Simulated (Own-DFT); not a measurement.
# Computed records: Hf₃₆O₇₁ (tetragonal hafnia with one neutral oxygen vacancy, atoms displaced)

All values are calculated (Own-DFT development build). A calculation, not a measurement: plane-wave PBE and HSE06 DFT by an unreviewed code, no spin, of a simulated cell at Gamma alone, so results move with cell size and shape, stress positive in tension, energies less offsets, not probed for a lower state with spin; hafnium file: forces about 75 meV/angstrom off all-electron values; oxygen file: force components 24 meV/angstrom off all-electron in a glass; k mesh not checked against a denser one; forces and stress are PBE's, HSE06 gives the energy alone, and its difference from PBE has offsets of its own; offsets are fitted by least squares, one for each functional and potential file, so energies compare only between cells with the same atoms and settings and are not formation energies; the far tail of each file's local potential was reset to the Coulomb form; each entry is a single point on an unrelaxed cell, so the pressure reflects the starting lattice, taken from the Materials Project, from which strain is counted, and rises with the displacements; printed positions are rounded, which can move forces by about a meV/angstrom; the program is a retired in-house code; no spin-orbit coupling.

```cif
# cell vector a (Å): 10.7800 0.0000 0.0000
# cell vector b (Å): 0.0000 10.7800 0.0000
# cell vector c (Å): 0.0000 0.0000 10.4493
data_Hf36O71
_symmetry_space_group_name_H-M 'P 1'
_symmetry_Int_Tables_number 1
_cell_length_a 10.7800
_cell_length_b 10.7800
_cell_length_c 10.4493
_cell_angle_alpha 90.000
_cell_angle_beta 90.000
_cell_angle_gamma 90.000
_cell_volume 1214.30
loop_
_atom_site_label
_atom_site_type_symbol
_atom_site_fract_x
_atom_site_fract_y
_atom_site_fract_z
_atom_site_occupancy
Hf1 Hf 0.00075 0.00333 0.99889 1
Hf2 Hf 0.17164 0.17057 0.26430 1
O1 O 0.00196 0.16278 0.15149 1
O2 O 0.15729 0.00186 0.34251 1
O3 O 0.99212 0.16737 0.40464 1
O4 O 0.16965 0.00786 0.09435 1
Hf3 Hf 0.99678 0.99677 0.49131 1
Hf4 Hf 0.16546 0.15674 0.74514 1
O5 O 0.00284 0.16363 0.64094 1
O6 O 0.16942 0.00926 0.84540 1
O7 O 0.99535 0.17227 0.91222 1
O8 O 0.16472 0.00625 0.59529 1
Hf5 Hf 0.00227 0.33222 0.00412 1
Hf6 Hf 0.16348 0.49882 0.24306 1
O9 O 0.00152 0.50071 0.15528 1
O10 O 0.16573 0.33420 0.35354 1
O11 O 0.99887 0.50786 0.40125 1
O12 O 0.16348 0.33428 0.09804 1
Hf7 Hf 0.01186 0.33620 0.50303 1
Hf8 Hf 0.16727 0.50197 0.74483 1
O13 O 0.00267 0.49379 0.66517 1
O14 O 0.17073 0.33220 0.84120 1
O15 O 0.00547 0.50039 0.90618 1
O16 O 0.16128 0.32758 0.60048 1
Hf9 Hf 0.00353 0.66552 0.00322 1
Hf10 Hf 0.16348 0.82863 0.23960 1
O17 O 0.00109 0.83143 0.14924 1
O18 O 0.17630 0.66620 0.34932 1
O19 O 0.99744 0.82760 0.39733 1
O20 O 0.17131 0.66506 0.09958 1
Hf11 Hf 0.00814 0.66776 0.50369 1
Hf12 Hf 0.16183 0.83436 0.75351 1
O21 O 0.99441 0.83898 0.64222 1
O22 O 0.17118 0.67202 0.84219 1
O23 O 0.99927 0.83101 0.89919 1
O24 O 0.15803 0.66194 0.60096 1
Hf13 Hf 0.33239 0.00069 0.99419 1
Hf14 Hf 0.50367 0.15995 0.25745 1
O25 O 0.33603 0.16569 0.16020 1
O26 O 0.49288 0.00033 0.34827 1
O27 O 0.33946 0.16648 0.40550 1
O28 O 0.49926 0.01010 0.09127 1
Hf15 Hf 0.33586 0.00640 0.50151 1
Hf16 Hf 0.49795 0.16817 0.75533 1
O29 O 0.33224 0.17164 0.65309 1
O30 O 0.49797 0.00354 0.85178 1
O31 O 0.32957 0.17356 0.91188 1
O32 O 0.49866 0.99821 0.59053 1
Hf17 Hf 0.33981 0.33487 0.99859 1
Hf18 Hf 0.50068 0.50242 0.24447 1
O33 O 0.32863 0.49440 0.15580 1
O34 O 0.49421 0.32911 0.34163 1
O35 O 0.32555 0.50275 0.39938 1
O36 O 0.49999 0.33570 0.10233 1
Hf19 Hf 0.32307 0.33284 0.50130 1
Hf20 Hf 0.49519 0.50437 0.74575 1
O37 O 0.33676 0.50250 0.65978 1
O38 O 0.49641 0.33248 0.84491 1
O39 O 0.32743 0.49138 0.90593 1
O40 O 0.49198 0.33451 0.60046 1
Hf21 Hf 0.32912 0.67025 0.00051 1
Hf22 Hf 0.50485 0.83588 0.24432 1
O41 O 0.33004 0.83608 0.14503 1
O42 O 0.49902 0.66424 0.34907 1
O43 O 0.32578 0.82980 0.40262 1
O44 O 0.50813 0.66951 0.10000 1
Hf23 Hf 0.32880 0.67254 0.49822 1
Hf24 Hf 0.49559 0.83532 0.75220 1
O45 O 0.32867 0.84274 0.66584 1
O46 O 0.49716 0.66884 0.85037 1
O47 O 0.34202 0.83273 0.89983 1
O48 O 0.49746 0.66310 0.59277 1
Hf25 Hf 0.67504 0.99395 0.00034 1
Hf26 Hf 0.83151 0.17323 0.24890 1
O49 O 0.66980 0.17461 0.15150 1
O50 O 0.83701 0.99762 0.35061 1
O51 O 0.66160 0.16299 0.39845 1
O52 O 0.83735 0.00633 0.09929 1
Hf27 Hf 0.66997 0.99959 0.49470 1
Hf28 Hf 0.83638 0.16109 0.74451 1
O53 O 0.66263 0.16850 0.65475 1
O54 O 0.83121 0.99188 0.85016 1
O55 O 0.66544 0.16429 0.89856 1
O56 O 0.82936 0.00250 0.59680 1
Hf29 Hf 0.67312 0.33651 0.99933 1
Hf30 Hf 0.82685 0.50081 0.24478 1
O57 O 0.67302 0.49356 0.15678 1
O58 O 0.83121 0.32673 0.34665 1
O59 O 0.67268 0.49398 0.40070 1
O60 O 0.83120 0.32840 0.09749 1
Hf31 Hf 0.67592 0.33278 0.49541 1
Hf32 Hf 0.82344 0.49525 0.74580 1
O61 O 0.66277 0.49911 0.65698 1
O62 O 0.83872 0.33417 0.85096 1
O63 O 0.66912 0.50127 0.90055 1
O64 O 0.84017 0.33024 0.58701 1
Hf33 Hf 0.66440 0.66663 0.00165 1
Hf34 Hf 0.83169 0.83442 0.24848 1
O65 O 0.67174 0.83302 0.15680 1
O66 O 0.83670 0.67160 0.34420 1
O67 O 0.66428 0.83732 0.39408 1
O68 O 0.83837 0.67078 0.09780 1
Hf35 Hf 0.67058 0.66764 0.50206 1
Hf36 Hf 0.83283 0.83500 0.76159 1
O69 O 0.66561 0.82846 0.65204 1
O70 O 0.82975 0.66716 0.85155 1
O71 O 0.66151 0.83103 0.90752 1
_calc_first_functional 'PBE'
_calc_second_functional 'HSE06'
_calc_exact_exchange_share 0.25
_calc_screening 0.11  # 1/bohr
_calc_exchange_divergence 'Gygi-Baldereschi'
_calc_potential_files 'PseudoDojo norm-conserving, scalar-relativistic, made for PBE, standard set'
_calc_wave_cutoff 48  # hartree
_calc_occupations 'fixed'
_calc_k_mesh '1 x 1 x 1 centred on Gamma'
_calc_PBE_energy_of_cell_above_offsets '-96.846'  # eV
_calc_HSE06_less_PBE_above_offsets '0.061'  # eV
_calc_PBE_pressure 2.58  # GPa
_calc_PBE_stress_xx -3.13  # GPa
_calc_PBE_stress_yy -1.36  # GPa
_calc_PBE_stress_zz -3.25  # GPa
_calc_PBE_stress_yz 0.4  # GPa
_calc_PBE_stress_xz -1.85  # GPa
_calc_PBE_stress_xy 0.06  # GPa
```

Force:
```
element  x (eV/Å)  y (eV/Å)  z (eV/Å)
     Hf     0.758     0.753      1.47
     Hf     -0.45    -1.017    -3.036
      O      0.04     0.429     0.882
      O     0.271    -0.837     0.374
      O     0.716     0.575    -0.189
      O    -0.711    -0.984    -0.564
     Hf      0.23     0.172     0.149
     Hf     0.178     3.506    -0.552
      O    -0.927    -0.107     1.759
      O    -0.326    -3.057     1.148
      O    -0.156    -1.967    -1.922
      O     0.355    -0.394    -0.203
     Hf      0.34     0.767     -0.41
     Hf     0.946    -0.051     1.787
      O     -1.35     0.215    -0.649
      O    -0.184     0.397     0.404
      O     0.327    -1.181     0.685
      O     0.837     0.129     0.496
     Hf    -2.458    -0.021    -1.648
     Hf     0.161    -1.242      2.57
      O    -1.418     0.164    -1.496
      O    -0.673    -0.352    -0.272
      O     0.173     0.744     0.598
      O     1.899     0.712      0.37
     Hf    -0.899    -0.817    -0.861
     Hf     0.676     0.878     2.048
      O    -0.178     0.176    -0.573
      O    -0.937     0.344    -0.766
      O     0.615     0.271     0.063
      O     -0.92     0.174     0.014
     Hf    -3.076     0.153    -1.587
     Hf    -0.575     0.722    -1.013
      O     0.333    -0.487     1.325
      O     0.287    -0.502     1.171
      O     0.496     0.494    -0.041
      O     2.538     0.469     0.705
     Hf     0.512     1.089     1.273
     Hf    -0.427      1.99    -2.199
      O    -0.551     0.124     0.475
      O     0.089    -1.702    -0.078
      O    -1.089     0.329     0.084
      O     1.139    -1.186     0.714
     Hf    -0.658    -1.334    -0.032
     Hf     0.475     0.785     -0.59
      O    -0.137     -0.82     0.056
      O    -0.144    -0.834    -0.973
      O     0.392    -1.849    -1.155
      O     0.632    -0.178     0.769
     Hf    -0.772    -0.518     1.413
     Hf    -1.243    -1.751     1.294
      O     1.287     0.814    -0.639
      O     0.374     1.376     0.553
      O      0.41    -0.495     1.265
      O     1.011      0.68    -1.218
     Hf     2.742     0.916    -0.182
     Hf     0.491    -1.089     0.967
      O    -1.932     0.065    -1.497
      O     0.315     0.783     0.568
      O     0.353     3.074    -0.289
      O     0.903     0.224    -1.044
     Hf     1.463     -0.84    -0.892
     Hf    -1.197    -0.479     1.115
      O     0.944    -0.435     0.203
      O     0.213     0.793    -0.779
      O     0.475     1.753     0.261
      O    -1.681    -0.325     0.297
     Hf     0.338    -1.483     -0.76
     Hf     0.449     0.229    -0.024
      O    -0.113    -0.573     -1.36
      O     0.108    -0.485    -0.148
      O    -0.807     0.109     0.564
      O     0.288     0.405     0.423
     Hf    -1.416     2.323     0.199
     Hf     1.212    -1.506    -0.548
      O    -0.599    -0.648     0.096
      O    -0.428     0.371    -0.335
      O     0.403     0.184     0.442
      O     -0.44    -0.862    -0.337
     Hf    -0.368    -0.053     0.736
     Hf    -0.719     0.907     0.048
      O     0.931      0.11    -0.287
      O     0.179     2.202     0.573
      O      0.56      0.03     0.665
      O     0.125     0.344     0.514
     Hf    -1.495     -1.67     -0.24
     Hf      2.65     0.181      2.41
      O    -1.938     0.641    -1.735
      O    -0.375      2.02    -0.038
      O    -0.061     1.385     0.254
      O     1.145     0.659     0.406
     Hf    -1.838    -0.773     0.375
     Hf     1.818     0.734     1.225
      O     0.245     0.171    -1.454
      O     -0.74    -0.501    -1.086
      O    -0.145     0.117      0.56
      O    -0.828     0.226     1.455
     Hf     1.535    -0.505    -1.087
     Hf     1.728    -0.188       1.1
      O    -1.078      0.46     -1.46
      O    -1.292    -0.862     0.269
      O    -0.127    -0.744     0.702
      O    -1.017    -0.467    -0.116
     Hf    -0.102     0.163    -0.382
     Hf     0.024    -2.323    -2.496
      O     0.493     -0.39     0.179
      O     0.156    -0.297    -0.909
      O     0.207     0.168    -0.379
```
